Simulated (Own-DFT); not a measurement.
# How strain changes the stress of wurtzite GaN, 96 atoms (Ga48N48)

Calculated results; nothing here was measured. They come from Own-DFT, an in-house plane-wave density functional program, since retired, whose code no person has reviewed. Each row is one single-point run on a periodic cell that was not relaxed, without spin or spin-orbit coupling.

Settings of every run: PBE; PseudoDojo norm-conserving scalar-relativistic files (stringent for Ga); cutoff 96 hartree; 3 x 4 x 3 k mesh centred on Gamma; Gaussian smearing of 0.01 eV.

Known limits: forces on such cells passed a denser k mesh, each cell not checked; stress not checked against mesh or cutoff.

Unstrained cell vectors in Å: (12.756, 0.000, 0.000); (-4.784, 8.285, 0.000); (0.000, 0.000, 10.370). The unstrained cell has measured lattice constants (interpolated for alloys), not those of this functional. That, the random moves and any unrelaxed bonds set the pressure at no strain. Each run strains this cell uniformly, with the atoms carried along. Every atom was also moved at random, by a Gaussian of width 0.05 Å on each axis. Strain is the symmetric tensor, in per cent. Stress is positive in tension, and the pressure is minus a third of its trace.

| run | e_xx (%) | e_yy (%) | e_zz (%) | s_xx (GPa) | s_yy (GPa) | s_zz (GPa) | P (GPa) | E (meV/atom) |
|---|---|---|---|---|---|---|---|---|
| 1 | 0.00 | 0.00 | 3.00 | -4.60 | -3.46 | 4.18 | 1.29 | 9.4 |
| 2 | 0.00 | 0.00 | 1.00 | -5.04 | -6.30 | -3.78 | 5.04 | 8.3 |
| 3 | 0.00 | 0.00 | 2.50 | -4.97 | -4.02 | 3.00 | 2.00 | 0.0 |
| 4 | 0.00 | 0.00 | 1.25 | -6.73 | -6.81 | -1.49 | 5.01 | 21.1 |
| 5 | 0.00 | 0.00 | 0.25 | -5.36 | -8.36 | -6.87 | 6.86 | 22.7 |
| 6 | 0.00 | 0.00 | -0.75 | -7.31 | -6.42 | -10.21 | 7.98 | 3.2 |
| 7 | 0.00 | 0.00 | -1.50 | -7.65 | -8.13 | -14.30 | 10.03 | 26.0 |
| 8 | 0.00 | 0.00 | -1.00 | -8.13 | -6.85 | -12.78 | 9.25 | 28.7 |
| 9 | 0.00 | 0.00 | 0.50 | ? | ? | ? | ? | ? |

E is the free energy for each atom above the lowest run shown.

## Worked fit

The change of volume is close to e_xx + e_yy + e_zz. A straight line through the runs shown gives P = 7.08 - 194 x (fractional change of volume) GPa, with an error of 7 on the slope and a scatter of 0.32 GPa. The strain isn't the same on all axes and the cell isn't cubic, so the slope belongs to this path and is not the bulk modulus.

## Withheld run

Question: what pressure should run 9 give? Its volume changes by 0.50 %.

The line gives 6.1 GPa. The calculation gave 6.03 GPa.
